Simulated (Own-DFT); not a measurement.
# Which defects push the lattice out? C40 NbSi2

Calculated, not measured: single-point runs of Own-DFT, a retired in-house plane-wave DFT program that no person has reviewed, on unrelaxed cells, without spin or spin-orbit coupling.

Common settings: PBE; PseudoDojo norm-conserving scalar-relativistic files; cutoff 42 hartree; 4 x 4 x 5 k mesh centred on Gamma; cold (Marzari-Vanderbilt) smearing of 0.2 eV.

Limits: forces on such cells failed a check on a denser k mesh; stress not checked against mesh or cutoff.

All runs share one cell, with vectors in Å (0.000, 8.324, 0.000); (-9.613, 0.000, 0.000); (0.000, 0.000, 6.586) and a volume of 527.0 Å³. u is the rms random offset of the atoms per axis. The defect's site can differ from row to row.

| cell | formula | u (Å) | P (GPa) |
|---|---|---|---|
| no defect | Nb12Si24 | 0.0196 | 1.47 |
| no defect | Nb12Si24 | 0.0513 | 2.74 |
| no defect | Nb12Si24 | 0.0522 | 2.92 |
| two Nb vacancies | Nb10Si24 | 0.0292 | 0.05 |
| two Nb vacancies | Nb10Si24 | 0.0457 | 0.29 |
| two Nb vacancies | Nb10Si24 | 0.0521 | 0.41 |
| two Si on a Nb site each | Nb10Si26 | 0.0264 | ? |
| two Si on a Nb site each | Nb10Si26 | 0.0312 | 1.63 |
| two Si on a Nb site each | Nb10Si26 | 0.0492 | 2.26 |
| two Si on a Nb site each | Nb10Si26 | 0.0520 | 2.84 |
| one Si vacancy | Nb12Si23 | 0.0302 | 0.96 |
| one Si vacancy | Nb12Si23 | 0.0303 | 1.08 |
| one Si vacancy | Nb12Si23 | 0.0475 | 2.07 |
| two Nb on a Si site each | Nb14Si22 | 0.0258 | 7.32 |
| two Nb on a Si site each | Nb14Si22 | 0.0288 | 7.65 |
| two Nb on a Si site each | Nb14Si22 | 0.0487 | 8.21 |

## Analysis

P = P0 + c u² + a shift for each defect gives P0 = 1.37 GPa, c = 523 ± 70 GPa/Å² and a scatter of 0.22 GPa. The shifts, and each times the cell's volume:

- two Nb on a Si site each: 5.68 ± 0.19 GPa, 18.7 eV (9.3 eV for each of its 2 sites)
- two Si on a Nb site each: -0.20 ± 0.18 GPa, -0.6 eV (-0.3 eV for each of its 2 sites) (not resolved)
- one Si vacancy: -0.72 ± 0.18 GPa, -2.4 eV
- two Nb vacancies: -2.11 ± 0.18 GPa, -6.9 eV (-3.5 eV for each of its 2 sites)

A positive shift means that the defect pushes the cell outwards. Shift times volume (160.2 GPa Å³ is 1 eV) depends little on the cell's size, so, taken for each site, it can be compared between cells at like pressure. The atoms around the defects weren't relaxed, which would change these numbers.

## Check

Q: what pressure belongs in the blank (two Si on a Nb site each, u = 0.0264 Å)?

The fit gives 1.54 ± 0.27 GPa. The run itself gave 1.46 GPa.
